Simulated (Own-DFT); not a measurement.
# Device materials side by side: how hard are they to compress?

Source: density functional calculations with Own-DFT, an unreviewed in-house program that is no longer used. Nothing was measured or relaxed, and spin and spin-orbit coupling are left out.

Known weak points (not all hold for every row): forces on such cells moved up to 12 meV/angstrom on a denser k mesh; forces not confirmed at this smearing and k mesh; k mesh not checked against a denser one; forces on such cells passed a denser k mesh, each cell not checked; stress not checked against mesh or cutoff.

All runs are PBE with PseudoDojo norm-conserving files; cutoff and k mesh are each material's own. Every cell starts from measured lattice constants and was given uniform random strains and small random moves of its atoms. Each triple is the change of volume in per cent, the rms move u in Å and the pressure in GPa.

- wurtzite AlN (Al36N36), 10.45 Å³/atom unstrained: (-2.13, 0.051, 11.30); (-2.00, 0.053, 10.39); (-1.58, 0.049, 9.36); (-0.62, 0.056, 8.37); (0.21, 0.052, 5.79); (0.73, 0.051, 4.52); (2.03, 0.051, 1.69)
- wurtzite GaN (Ga48N48), 11.42 Å³/atom unstrained: (-2.75, 0.050, 13.67); (-2.39, 0.051, 12.27); (-1.77, 0.054, 11.33); (-1.36, 0.049, 9.87); (0.49, 0.051, 6.35); (1.46, 0.048, 4.35); (2.15, 0.052, 3.34)
- diamond silicon (Si64), 20.02 Å³/atom unstrained: withheld
- zincblende GaAs (As32Ga32), 22.58 Å³/atom unstrained: (-2.95, 0.054, 6.48); (-1.37, 0.050, 5.14); (-1.09, 0.050, 5.13); (-0.22, 0.046, 4.12); (0.14, 0.050, 3.84); (2.41, 0.051, 2.38); (2.58, 0.054, 2.45)
- zincblende InP (In48P48), 25.27 Å³/atom unstrained: (-3.07, 0.051, 6.24); (-2.15, 0.048, 5.43); (-0.19, 0.049, 3.81); (-0.07, 0.049, 3.69); (-0.01, 0.051, 3.74); (0.34, 0.047, 3.53); (1.36, 0.052, 2.77)
- grey tin (Sn64), 34.15 Å³/atom unstrained: (-2.48, 0.050, 5.25); (-0.62, 0.047, 3.97); (-0.60, 0.046, 3.97); (-0.26, 0.054, 3.93); (-0.10, 0.048, 3.75); (0.85, 0.054, 3.28); (1.33, 0.051, 2.94)

## Analysis

Fit a line to each set against the fractional change of volume; B is minus its slope, and u is nearly the same within a set. To take it to zero pressure, assume that B rises by 4 GPa for each GPa: B0 = B - 4 x (mean pressure). The bond length of an ideal tetrahedral crystal with the unstrained volume v is d = (√3/4)(8 v)^(1/3). Cohen's empirical rule reads B0 = (1971 - 220 L) d^(-3.5) GPa, with L = 0 for group IV crystals and SiC and 1 for III-V compounds.

```
material,L,d (Å),B (GPa),mean P (GPa),B0 (GPa),rule (GPa)
wurtzite AlN (Al36N36),1,1.893,222 ± 11,7.3,192 ± 11,188
wurtzite GaN (Ga48N48),1,1.950,208 ± 7,8.7,173 ± 7,169
diamond silicon (Si64),0,2.352,?,?,?,99
zincblende GaAs (As32Ga32),1,2.448,74 ± 4,4.2,57 ± 4,76
zincblende InP (In48P48),1,2.541,79 ± 2,4.2,63 ± 2,67
grey tin (Sn64),0,2.810,59 ± 3,3.9,43 ± 3,53
```

A line through ln[B0/(1971 - 220 L)] against ln d has a slope of -4.1 ± 0.3 and a scatter of 10 %. Against the rule, B0 stands at 103 % for wurtzite AlN, 102 % for wurtzite GaN, 75 % for zincblende GaAs, 93 % for zincblende InP, 82 % for grey tin. PBE tends to make silicon and heavier crystals too soft, and the rule itself is only a guide.

## The run left out

Asked: what B0 does the fitted trend give for diamond silicon (Si64)?

Estimate: 88 GPa. Its own runs give B = 94 ± 3 GPa at a mean pressure of 2.5 GPa, so B0 = 84 GPa.
